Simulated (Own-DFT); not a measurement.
Simulation results for AlGa₇N₈ (wurtzite random alloy, strained, atoms displaced)

A calculation, not a measurement: plane-wave PBE density functional theory by an unreviewed code, no spin, of a simulated periodic cell, stress positive in tension, free energy of the whole cell less one offset for each atom, forces on such cells passed a denser k mesh, this cell's mesh not checked; offsets are fitted by least squares, one for each functional and potential file, so energies compare only between cells with the same atoms and settings and are not formation energies; the far tail of each file's local potential was reset to the Coulomb form; each entry is a single point on an unrelaxed cell, so the pressure reflects the starting lattice, mostly measured values, from which strain is counted, and rises with the displacements; printed positions are rounded, which can move forces by about a meV/angstrom; the program is a retired in-house code; no spin-orbit coupling. Program: Own-DFT development build.

Common to all runs: functional PBE; potential files PseudoDojo norm-conserving, scalar-relativistic, standard set; wave cutoff 42 hartree; occupations Fermi-Dirac; smearing width 0.05 eV; k mesh 3 x 3 x 3 centred on Gamma.

```yaml
- entry: 1
  formula: AlGa7N8
  kind: "wurtzite random alloy, strained, atoms displaced"
  structure:
    cell_angstrom: [[12.7493, 0.0, 0.0], [-6.3746, 11.0412, 0.0], [0.0, 0.0, 10.3192]]
    atoms_fractional:
      - [Ga, 0.08751, 0.16812, 0.00133]
      - [Ga, 0.16641, 0.08653, 0.25569]
      - ["N", 0.07268, 0.16762, 0.19094]
      - ["N", 0.17548, 0.0915, 0.4372]
      - [Ga, 0.08229, 0.16918, 0.49323]
      - [Ga, 0.16355, 0.08995, 0.75611]
      - ["N", 0.08526, 0.16865, 0.68644]
      - ["N", 0.16548, 0.08407, 0.93864]
      - [Ga, 0.07814, 0.41419, 0.99868]
      - [Ga, 0.17072, 0.33544, 0.25016]
      - ["N", 0.08795, 0.41599, 0.19248]
      - ["N", 0.16769, 0.33036, 0.44696]
      - [Ga, 0.0847, 0.41887, 0.50836]
      - [Ga, 0.16678, 0.33503, 0.75355]
      - ["N", 0.08162, 0.41839, 0.69005]
      - ["N", 0.1616, 0.33055, 0.92887]
      - [Ga, 0.07772, 0.66841, 0.00224]
      - [Ga, 0.17409, 0.5892, 0.26158]
      - ["N", 0.07721, 0.66812, 0.19126]
      - ["N", 0.17042, 0.58173, 0.43843]
      - [Ga, 0.08449, 0.66686, 0.50149]
      - [Ga, 0.16341, 0.58223, 0.74759]
      - ["N", 0.084, 0.6709, 0.69484]
      - ["N", 0.16765, 0.58885, 0.9405]
      - [Ga, 0.08103, 0.91713, 0.00907]
      - [Ga, 0.17112, 0.83791, 0.2498]
      - ["N", 0.08459, 0.91085, 0.19019]
      - ["N", 0.17156, 0.8362, 0.44114]
      - [Ga, 0.07276, 0.90366, 0.51097]
      - [Ga, 0.16725, 0.83518, 0.7465]
      - ["N", 0.07915, 0.91825, 0.69306]
      - ["N", 0.15988, 0.83402, 0.9401]
      - [Al, 0.33548, 0.16771, 0.00857]
      - [Ga, 0.41929, 0.08193, 0.24511]
      - ["N", 0.33749, 0.17063, 0.18139]
      - ["N", 0.41548, 0.07513, 0.4388]
      - [Ga, 0.33618, 0.17025, 0.49687]
      - [Ga, 0.41606, 0.09024, 0.74325]
      - ["N", 0.32386, 0.16399, 0.69116]
      - ["N", 0.42517, 0.09455, 0.94418]
      - [Al, 0.33346, 0.41859, 0.99318]
      - [Ga, 0.41361, 0.33762, 0.24559]
      - ["N", 0.32366, 0.41169, 0.19659]
      - ["N", 0.42432, 0.33647, 0.44148]
      - [Ga, 0.33659, 0.42323, 0.50044]
      - [Ga, 0.42227, 0.33581, 0.75163]
      - ["N", 0.33678, 0.42513, 0.68367]
      - ["N", 0.41863, 0.33288, 0.94158]
      - [Al, 0.33282, 0.67254, 0.01098]
      - [Al, 0.41513, 0.58149, 0.24984]
      - ["N", 0.34027, 0.67275, 0.19774]
      - ["N", 0.41137, 0.57922, 0.43977]
      - [Ga, 0.33217, 0.66363, 0.50287]
      - [Ga, 0.41976, 0.58941, 0.74603]
      - ["N", 0.33235, 0.66985, 0.69335]
      - ["N", 0.4184, 0.58431, 0.9264]
      - [Ga, 0.33475, 0.91538, 0.00392]
      - [Ga, 0.41354, 0.82767, 0.2554]
      - ["N", 0.33813, 0.91884, 0.18921]
      - ["N", 0.41646, 0.83268, 0.43982]
      - [Ga, 0.33185, 0.92557, 0.50112]
      - [Ga, 0.41902, 0.83209, 0.75203]
      - ["N", 0.33544, 0.91832, 0.68653]
      - ["N", 0.41586, 0.83573, 0.94095]
      - [Al, 0.58895, 0.1698, 0.99544]
      - [Ga, 0.66316, 0.08287, 0.25529]
      - ["N", 0.57929, 0.16846, 0.18847]
      - ["N", 0.66259, 0.08267, 0.43273]
      - [Ga, 0.58657, 0.17909, 0.50774]
      - [Ga, 0.66707, 0.08414, 0.74414]
      - ["N", 0.58416, 0.16716, 0.68635]
      - ["N", 0.6684, 0.0854, 0.94684]
      - [Ga, 0.58192, 0.41126, 0.99879]
      - [Ga, 0.66314, 0.339, 0.24719]
      - ["N", 0.58172, 0.42516, 0.18754]
      - ["N", 0.66107, 0.3296, 0.44686]
      - [Ga, 0.58438, 0.41788, 0.49541]
      - [Ga, 0.67868, 0.34131, 0.74358]
      - ["N", 0.59186, 0.41703, 0.68563]
      - ["N", 0.6691, 0.33895, 0.94444]
      - [Ga, 0.58233, 0.66742, 0.00177]
      - [Ga, 0.66393, 0.57753, 0.25115]
      - ["N", 0.57893, 0.66876, 0.18507]
      - ["N", 0.66486, 0.58273, 0.44238]
      - [Ga, 0.57656, 0.66216, 0.49808]
      - [Ga, 0.66335, 0.58017, 0.74619]
      - ["N", 0.5808, 0.66247, 0.69459]
      - ["N", 0.67069, 0.58495, 0.94615]
      - [Ga, 0.57841, 0.91306, 0.99535]
      - [Ga, 0.66198, 0.83663, 0.24839]
      - ["N", 0.58525, 0.92177, 0.18565]
      - ["N", 0.65691, 0.83207, 0.44502]
      - [Ga, 0.58253, 0.92031, 0.49596]
      - [Al, 0.66124, 0.83444, 0.74174]
      - ["N", 0.58936, 0.92134, 0.69911]
      - ["N", 0.66727, 0.8332, 0.94533]
      - [Ga, 0.83476, 0.16492, 0.99494]
      - [Ga, 0.91164, 0.08169, 0.25166]
      - ["N", 0.83904, 0.17316, 0.18661]
      - ["N", 0.91976, 0.09247, 0.44558]
      - [Ga, 0.83538, 0.15958, 0.49983]
      - [Ga, 0.91536, 0.0822, 0.74791]
      - ["N", 0.82944, 0.15694, 0.682]
      - ["N", 0.91302, 0.08315, 0.94512]
      - [Ga, 0.83149, 0.40821, 0.99911]
      - [Ga, 0.92165, 0.33225, 0.24987]
      - ["N", 0.83302, 0.40986, 0.18998]
      - ["N", 0.92228, 0.34649, 0.44103]
      - [Ga, 0.82813, 0.41868, 0.49605]
      - [Ga, 0.91512, 0.33747, 0.7477]
      - ["N", 0.83197, 0.41862, 0.69257]
      - ["N", 0.91265, 0.33022, 0.93784]
      - [Ga, 0.83225, 0.66821, 0.99551]
      - [Ga, 0.92092, 0.58823, 0.24498]
      - ["N", 0.83079, 0.65629, 0.19394]
      - ["N", 0.90955, 0.57649, 0.44056]
      - [Al, 0.83268, 0.66546, 0.50345]
      - [Ga, 0.91729, 0.58725, 0.75233]
      - ["N", 0.83638, 0.66662, 0.67838]
      - ["N", 0.91493, 0.58602, 0.93501]
      - [Al, 0.82784, 0.91044, 0.00528]
      - [Ga, 0.9137, 0.82967, 0.2489]
      - ["N", 0.83771, 0.92599, 0.18247]
      - ["N", 0.91521, 0.84086, 0.44201]
      - [Ga, 0.82884, 0.91416, 0.48404]
      - [Ga, 0.91531, 0.83773, 0.75214]
      - ["N", 0.83402, 0.91021, 0.68284]
      - ["N", 0.91863, 0.83639, 0.93241]
  results:
    "free_energy_of_cell_above_offsets [eV]": "23.424"
    "pressure [GPa]": 6.79
    "stress_xx [GPa]": -7.25
    "stress_yy [GPa]": -6.02
    "stress_zz [GPa]": -7.09
    "stress_yz [GPa]": 0.13
    "stress_xz [GPa]": 0.03
    "stress_xy [GPa]": -0.04
    force_element: [Ga, Ga, "N", "N", Ga, Ga, "N", "N", Ga, Ga, "N", "N", Ga, Ga, "N", "N", Ga, Ga, "N", "N", Ga, Ga, "N", "N", Ga, Ga, "N", "N", Ga, Ga, "N", "N", Al, Ga, "N", "N", Ga, Ga, "N", "N", Al, Ga, "N", "N", Ga, Ga, "N", "N", Al, Al, "N", "N", Ga, Ga, "N", "N", Ga, Ga, "N", "N", Ga, Ga, "N", "N", Al, Ga, "N", "N", Ga, Ga, "N", "N", Ga, Ga, "N", "N", Ga, Ga, "N", "N", Ga, Ga, "N", "N", Ga, Ga, "N", "N", Ga, Ga, "N", "N", Ga, Al, "N", "N", Ga, Ga, "N", "N", Ga, Ga, "N", "N", Ga, Ga, "N", "N", Ga, Ga, "N", "N", Ga, Ga, "N", "N", Al, Ga, "N", "N", Al, Ga, "N", "N", Ga, Ga, "N", "N"]
    "force_x [eV/angstrom]": [-1.417, -0.022, 2.342, -1.2, 1.618, 0.369, -1.107, 1.284, 0.611, -2.469, -0.46, -0.454, 0.106, 0.382, 0.162, 1.18, 0.638, -1.219, 2.781, -0.805, -0.327, 0.232, 0.232, 0.657, 0.08, 0.398, -1.49, -1.455, 0.82, -0.133, 0.895, 1.348, -0.053, -0.721, -0.738, -0.224, 0.316, 0.297, 1.202, -0.492, -0.211, 1.034, 2.199, -1.534, 0.271, -0.652, 0.339, -1.613, 0.241, 0.146, 0.188, 0.36, -0.06, -0.792, 0.12, -1.28, -1.326, 0.527, -0.325, -0.534, 1.473, -0.907, 0.023, -0.017, -0.549, 0.252, 1.173, 0.516, 0.257, -0.107, -0.067, -0.891, -0.297, 1.034, 0.094, 0.342, 0.078, -2.293, -1.42, 0.673, 0.247, -0.486, -0.015, 0.699, 0.565, 1.08, 0.22, -1.31, 0.979, 0.536, -0.672, 1.361, -0.963, 2.596, -0.828, 0.15, -0.657, -0.398, -0.839, 1.363, -3.245, 0.727, -0.411, 1.669, -0.657, -0.481, -0.69, 0.145, 1.104, 0.501, 2.097, 0.741, 0.669, -0.175, -1.66, -0.156, -0.287, -0.115, -0.784, 0.287, 0.322, 0.151, 0.052, 1.233, -0.96, 0.577, -2.718, -1.19]
    "force_y [eV/angstrom]": [-0.488, -0.185, 0.142, -1.507, -0.63, -1.177, 0.286, 0.362, 0.882, -1.745, 1.306, 1.786, -0.801, -0.051, -0.185, 1.078, -0.06, -1.084, 0.724, 0.46, -0.321, 0.818, -0.805, -0.268, 0.287, -0.675, 1.285, -1.004, 2.161, 0.882, 0.24, 0.433, -0.291, 0.626, -0.348, 3.697, -0.341, -0.853, 1.315, -0.823, -0.045, -0.848, 3.014, -0.153, -2.448, -0.106, -1.059, -0.185, -0.882, 0.114, -2.436, 1.386, 1.313, -0.86, -0.48, -0.384, 1.186, 2.835, -1.057, -0.191, -2.483, 0.958, 0.183, -1.628, 0.048, 1.266, 0.774, 0.863, -3.733, 0.615, 0.638, -0.011, 1.621, -1.007, -2.233, 2.32, 0.273, -1.963, -0.252, -1.921, -0.405, 2.462, -0.828, 1.081, 0.366, 0.734, 2.07, -0.757, 1.247, -0.259, -0.741, -0.343, 0.142, -0.571, -1.348, 0.203, 0.025, 1.374, -1.443, -2.858, 2.52, -0.71, 1.803, -1.544, 1.775, 0.607, 1.157, -1.857, -1.023, -1.246, 1.146, 0.247, 0.165, -2.693, 2.038, 2.907, 0.105, 0.028, 0.205, -0.913, 1.327, 0.154, -2.555, -2.707, 1.136, -1.205, 0.791, 0.026]
    "force_z [eV/angstrom]": [0.188, -1.165, -0.086, 0.54, 1.434, -0.725, -0.058, 1.522, 0.475, 1.589, -0.716, -1.142, -1.474, -2.523, 0.733, 3.005, -0.406, -2.508, -0.034, 1.736, 0.014, 1.228, -1.278, 0.633, -1.698, 0.476, 0.844, -0.273, -1.016, 1.149, 0.073, -0.078, -2.624, 0.87, 1.819, -0.817, 0.521, 1.552, -0.68, -0.519, -0.019, 0.94, -2.73, -1.019, 0.145, -0.598, 1.334, 0.272, -1.628, 0.245, -1.795, -1.785, 0.347, -0.044, -0.903, 3.499, -1.039, 0.202, 0.234, 0.718, 0.721, -0.212, 0.89, 0.098, 0.886, -2.268, -0.96, 2.289, -1.425, 1.643, 1.326, -1.451, 0.207, 0.243, -0.225, -2.221, 0.975, 1.996, 0.262, -1.272, -1.082, 0.378, 1.783, -0.368, 0.697, 0.977, -1.315, -1.374, 0.688, -0.103, 0.322, -1.282, 1.053, 1.28, -1.497, -1.726, 1.263, 0.049, 0.354, -2.199, -0.286, 0.628, 1.094, -1.138, 0.839, 0.862, -0.095, 0.12, 0.665, -0.103, -1.335, -0.82, 0.703, 1.48, -1.028, -0.395, -1.492, -0.552, 1.454, 1.025, -1.783, 0.089, 1.154, -1.323, 2.417, -0.805, -0.172, 2.443]
- entry: 2
  formula: AlGa7N8
  kind: "wurtzite random alloy, strained, atoms displaced"
  structure:
    cell_angstrom: [[12.7493, 0.0, 0.0], [-6.3746, 11.0412, 0.0], [0.0, 0.0, 10.3192]]
    atoms_fractional:
      - [Ga, 0.07752, 0.16051, 0.99594]
      - [Al, 0.16301, 0.07876, 0.25624]
      - ["N", 0.08742, 0.1679, 0.18821]
      - ["N", 0.16512, 0.08165, 0.4337]
      - [Ga, 0.08685, 0.16948, 0.49411]
      - [Ga, 0.16556, 0.08413, 0.7514]
      - ["N", 0.07115, 0.16001, 0.6818]
      - ["N", 0.16179, 0.07924, 0.94161]
      - [Ga, 0.08798, 0.40867, 0.99622]
      - [Ga, 0.16691, 0.33038, 0.24922]
      - ["N", 0.08824, 0.41674, 0.18511]
      - ["N", 0.16609, 0.3281, 0.44003]
      - [Ga, 0.07755, 0.41399, 0.50259]
      - [Ga, 0.1705, 0.3385, 0.7566]
      - ["N", 0.08209, 0.41428, 0.6857]
      - ["N", 0.17777, 0.33688, 0.93647]
      - [Ga, 0.08597, 0.66705, 0.00172]
      - [Al, 0.16384, 0.58678, 0.25023]
      - ["N", 0.0907, 0.67234, 0.18535]
      - ["N", 0.17274, 0.5829, 0.44007]
      - [Ga, 0.0839, 0.66467, 0.50939]
      - [Ga, 0.1682, 0.59045, 0.75454]
      - ["N", 0.08264, 0.66833, 0.68343]
      - ["N", 0.16162, 0.57404, 0.95064]
      - [Ga, 0.08716, 0.91821, 0.99823]
      - [Ga, 0.16482, 0.83622, 0.25157]
      - ["N", 0.07446, 0.9115, 0.19516]
      - ["N", 0.16471, 0.83206, 0.44158]
      - [Ga, 0.0826, 0.91575, 0.5017]
      - [Ga, 0.16784, 0.84327, 0.74331]
      - ["N", 0.08057, 0.90971, 0.68252]
      - ["N", 0.16426, 0.83642, 0.93296]
      - [Ga, 0.33878, 0.17389, 0.99829]
      - [Ga, 0.41505, 0.08982, 0.25064]
      - ["N", 0.32711, 0.16239, 0.19064]
      - ["N", 0.41616, 0.07849, 0.43282]
      - [Ga, 0.33582, 0.16766, 0.50474]
      - [Ga, 0.41837, 0.07413, 0.75306]
      - ["N", 0.32559, 0.15827, 0.69025]
      - ["N", 0.41397, 0.08763, 0.93835]
      - [Ga, 0.33714, 0.41799, 0.00527]
      - [Ga, 0.41854, 0.33302, 0.24807]
      - ["N", 0.33072, 0.42306, 0.19923]
      - ["N", 0.40795, 0.3294, 0.43472]
      - [Ga, 0.33346, 0.40978, 0.49869]
      - [Ga, 0.41427, 0.33622, 0.74059]
      - ["N", 0.33464, 0.4186, 0.69361]
      - ["N", 0.41912, 0.32908, 0.94637]
      - [Ga, 0.32775, 0.65992, 0.00133]
      - [Ga, 0.41698, 0.58371, 0.25383]
      - ["N", 0.33341, 0.67228, 0.1931]
      - ["N", 0.41853, 0.57875, 0.43518]
      - [Ga, 0.34639, 0.67627, 0.50614]
      - [Ga, 0.41249, 0.57834, 0.75203]
      - ["N", 0.33291, 0.66661, 0.68713]
      - ["N", 0.41469, 0.58642, 0.93982]
      - [Ga, 0.33305, 0.91788, 0.99819]
      - [Ga, 0.41955, 0.845, 0.24688]
      - ["N", 0.33743, 0.91674, 0.1875]
      - ["N", 0.41409, 0.83257, 0.43127]
      - [Ga, 0.33094, 0.90961, 0.50945]
      - [Ga, 0.41228, 0.83177, 0.75188]
      - ["N", 0.34005, 0.92482, 0.69343]
      - ["N", 0.4196, 0.82958, 0.94291]
      - [Ga, 0.58482, 0.16581, 0.99833]
      - [Ga, 0.66922, 0.08839, 0.26051]
      - ["N", 0.58953, 0.17185, 0.18942]
      - ["N", 0.66218, 0.08289, 0.44753]
      - [Ga, 0.58156, 0.16542, 0.50717]
      - [Al, 0.66782, 0.08409, 0.74929]
      - ["N", 0.59654, 0.1749, 0.68225]
      - ["N", 0.66346, 0.08165, 0.94075]
      - [Ga, 0.5809, 0.41159, 0.99937]
      - [Ga, 0.67618, 0.34796, 0.25877]
      - ["N", 0.58072, 0.41303, 0.18925]
      - ["N", 0.66928, 0.34295, 0.43813]
      - [Ga, 0.58786, 0.41839, 0.48961]
      - [Ga, 0.67081, 0.34, 0.74621]
      - ["N", 0.59209, 0.41864, 0.68903]
      - ["N", 0.65358, 0.32881, 0.9372]
      - [Ga, 0.58154, 0.66564, 0.00144]
      - [Ga, 0.66472, 0.58035, 0.2565]
      - ["N", 0.58383, 0.66203, 0.1849]
      - ["N", 0.67454, 0.58293, 0.43961]
      - [Ga, 0.58721, 0.66724, 0.50067]
      - [Ga, 0.6718, 0.58451, 0.75866]
      - ["N", 0.58944, 0.67114, 0.69555]
      - ["N", 0.66832, 0.58534, 0.93895]
      - [Ga, 0.58626, 0.92095, 0.00276]
      - [Ga, 0.66627, 0.83602, 0.24766]
      - ["N", 0.57992, 0.91541, 0.19272]
      - ["N", 0.65685, 0.82106, 0.43497]
      - [Al, 0.58706, 0.91529, 0.49851]
      - [Ga, 0.66174, 0.83111, 0.75183]
      - ["N", 0.5806, 0.91573, 0.69488]
      - ["N", 0.6664, 0.8304, 0.94194]
      - [Ga, 0.82716, 0.16394, 0.00043]
      - [Ga, 0.91123, 0.08007, 0.24716]
      - ["N", 0.82442, 0.16161, 0.19416]
      - ["N", 0.91321, 0.0751, 0.44648]
      - [Ga, 0.82627, 0.15986, 0.50022]
      - [Ga, 0.91495, 0.08202, 0.75411]
      - ["N", 0.83158, 0.16972, 0.68037]
      - ["N", 0.91688, 0.08569, 0.93633]
      - [Al, 0.83268, 0.42044, 0.99604]
      - [Al, 0.90401, 0.32664, 0.25662]
      - ["N", 0.83338, 0.40662, 0.18463]
      - ["N", 0.91611, 0.329, 0.44595]
      - [Ga, 0.83608, 0.42332, 0.4998]
      - [Ga, 0.91615, 0.33122, 0.74408]
      - ["N", 0.83309, 0.41523, 0.69364]
      - ["N", 0.92101, 0.32581, 0.9486]
      - [Ga, 0.84071, 0.67398, 0.00083]
      - [Ga, 0.91859, 0.58169, 0.2486]
      - ["N", 0.82649, 0.66485, 0.19084]
      - ["N", 0.91712, 0.57975, 0.437]
      - [Al, 0.83206, 0.65977, 0.50125]
      - [Ga, 0.90902, 0.58062, 0.75486]
      - ["N", 0.83641, 0.6674, 0.69331]
      - ["N", 0.91848, 0.58781, 0.94437]
      - [Ga, 0.8301, 0.91484, 0.00182]
      - [Ga, 0.92018, 0.84158, 0.24619]
      - ["N", 0.83001, 0.91376, 0.18875]
      - ["N", 0.91849, 0.83283, 0.42962]
      - [Ga, 0.83296, 0.91928, 0.49837]
      - [Al, 0.91147, 0.83197, 0.74611]
      - ["N", 0.83395, 0.91614, 0.68179]
      - ["N", 0.9179, 0.84014, 0.93516]
  results:
    "free_energy_of_cell_above_offsets [eV]": "23.155"
    "pressure [GPa]": 6.5
    "stress_xx [GPa]": -5.94
    "stress_yy [GPa]": -5.91
    "stress_zz [GPa]": -7.64
    "stress_yz [GPa]": 0.56
    "stress_xz [GPa]": 0.09
    "stress_xy [GPa]": 0.64
    force_element: [Ga, Al, "N", "N", Ga, Ga, "N", "N", Ga, Ga, "N", "N", Ga, Ga, "N", "N", Ga, Al, "N", "N", Ga, Ga, "N", "N", Ga, Ga, "N", "N", Ga, Ga, "N", "N", Ga, Ga, "N", "N", Ga, Ga, "N", "N", Ga, Ga, "N", "N", Ga, Ga, "N", "N", Ga, Ga, "N", "N", Ga, Ga, "N", "N", Ga, Ga, "N", "N", Ga, Ga, "N", "N", Ga, Ga, "N", "N", Ga, Al, "N", "N", Ga, Ga, "N", "N", Ga, Ga, "N", "N", Ga, Ga, "N", "N", Ga, Ga, "N", "N", Ga, Ga, "N", "N", Al, Ga, "N", "N", Ga, Ga, "N", "N", Ga, Ga, "N", "N", Al, Al, "N", "N", Ga, Ga, "N", "N", Ga, Ga, "N", "N", Al, Ga, "N", "N", Ga, Ga, "N", "N", Ga, Al, "N", "N"]
    "force_x [eV/angstrom]": [0.829, -0.065, -0.307, 0.568, -0.552, -1.355, 2.011, 0.785, -0.956, -0.967, -1.757, -0.57, 1.845, -0.734, 0.192, -0.363, -0.025, 1.912, -0.791, -0.884, 0.702, -0.173, -0.147, -0.381, -1.098, 0.993, 2.427, 0.515, -0.477, 0.968, -2.285, 1.241, -1.172, 1.598, -0.876, -0.263, -0.203, -0.327, 1.311, 1.319, 0.405, -1.388, 1.776, 2.576, -1.806, 2.109, -0.312, -1.574, 0.13, -0.667, -0.273, 0.119, -0.63, 0.706, 0.051, 0.891, 0.337, 0.673, -2.762, 1.34, -0.133, 1.091, -0.381, -1.245, -0.925, -1.654, -0.799, 0.484, -0.739, 0.226, -0.739, 0.311, -0.244, -0.244, 0.322, 1.661, -2.187, -0.038, -2.455, 3.499, 0.224, -0.319, -0.457, -0.676, -0.13, -0.834, -0.582, 0.313, 0.009, -0.289, 1.102, -0.127, -1.149, 0.794, 0.022, -0.552, 0.626, 0.791, 1.453, -0.605, 1.166, -0.753, -0.28, -0.923, 0.559, 2.792, -0.584, -1.588, 0.564, 0.471, 0.434, -2.274, -1.387, -0.265, 1.572, -0.526, 0.542, 1.683, -0.574, 0.33, 0.211, -1.454, -0.241, -0.611, 0.554, 0.648, -0.178, 0.497]
    "force_y [eV/angstrom]": [1.157, 0.473, -1.627, 0.048, -1.522, -0.723, 1.35, 1.169, -0.023, 0.615, 0.116, 1.369, 0.763, -1.372, 0.958, -1.402, 0.328, -0.754, -0.758, 0.139, -0.141, -1.339, 0.156, 1.317, -0.386, -0.056, 2.363, -0.133, 0.132, -1.743, 1.172, -0.783, -2.384, -0.709, 0.343, 0.509, -1.202, 4.417, 1.32, -0.966, 0.335, -0.328, -1.427, -0.031, 1.521, -1.041, -0.502, 2.203, 1.165, 1.472, -0.719, 0.402, -1.95, 1.812, 0.113, -1.043, -0.234, -2.506, 1.46, 1.235, 0.813, -0.113, -3.221, 0.413, 0.25, -1.238, 0.122, -1.382, 0.417, 0.06, -1.391, 0.297, 1.798, -2.109, 0.712, -1.892, 0.031, -1.573, 0.398, 0.798, -0.223, 0.473, 0.579, 0.505, -1.714, -0.08, -1.754, -0.538, -1.37, -1.502, 1.391, 3.027, -0.444, 0.897, 1.062, 0.831, 0.034, 0.701, 1.244, 2.345, 0.517, -0.122, -1.532, -0.824, -1.314, 0.242, 1.793, -0.019, -1.729, -0.017, 0.99, 1.523, -0.2, 0.499, 0.268, 1.499, 1.76, 0.536, 0.681, -1.465, 0.333, -2.582, 0.77, -1.211, -2.54, 0.55, -0.641, -0.548]
    "force_z [eV/angstrom]": [0.912, -1.418, -0.019, 0.701, 0.761, -0.268, 1.123, -0.66, 1.512, 0.529, 1.384, -0.159, -0.933, -1.802, 1.465, 0.684, -0.492, 0.266, 1.016, -0.479, -3.047, -0.193, 3.184, -2.16, 0.833, 0.285, -1.646, 0.097, -1.307, 0.913, 1.238, 0.163, 1.026, -0.785, -0.317, 1.995, -1.08, 0.49, 0.097, -0.04, 0.544, -0.169, -1.674, 0.554, 0.161, 1.444, -1.317, -1.852, 1.481, -0.834, -0.13, 2.088, -2.046, 0.158, 1.182, -0.243, 0.305, 0.319, -0.606, 2.062, -2.058, 0.886, -0.873, -0.643, 1.079, -0.682, 0.399, -0.47, -2.215, -0.206, 2.704, -1.919, 0.611, -2.053, 0.16, 0.777, 1.959, 1.052, -1.078, -0.416, -0.227, -1.465, 1.089, 0.683, 0.787, -1.187, -0.97, 1.073, 0.286, -0.069, -0.364, 0.377, 0.274, 0.314, -1.558, -0.225, 0.667, 0.844, -0.287, -2.159, -0.344, -1.551, 2.381, 0.94, 0.398, -0.52, -0.451, -1.78, 0.775, 1.326, -0.575, -1.703, 0.559, -0.634, -0.295, 0.307, -0.295, -0.04, -1.526, -0.316, -0.468, 0.887, -0.326, 2.1, -0.219, 0.188, 1.669, -0.683]
```
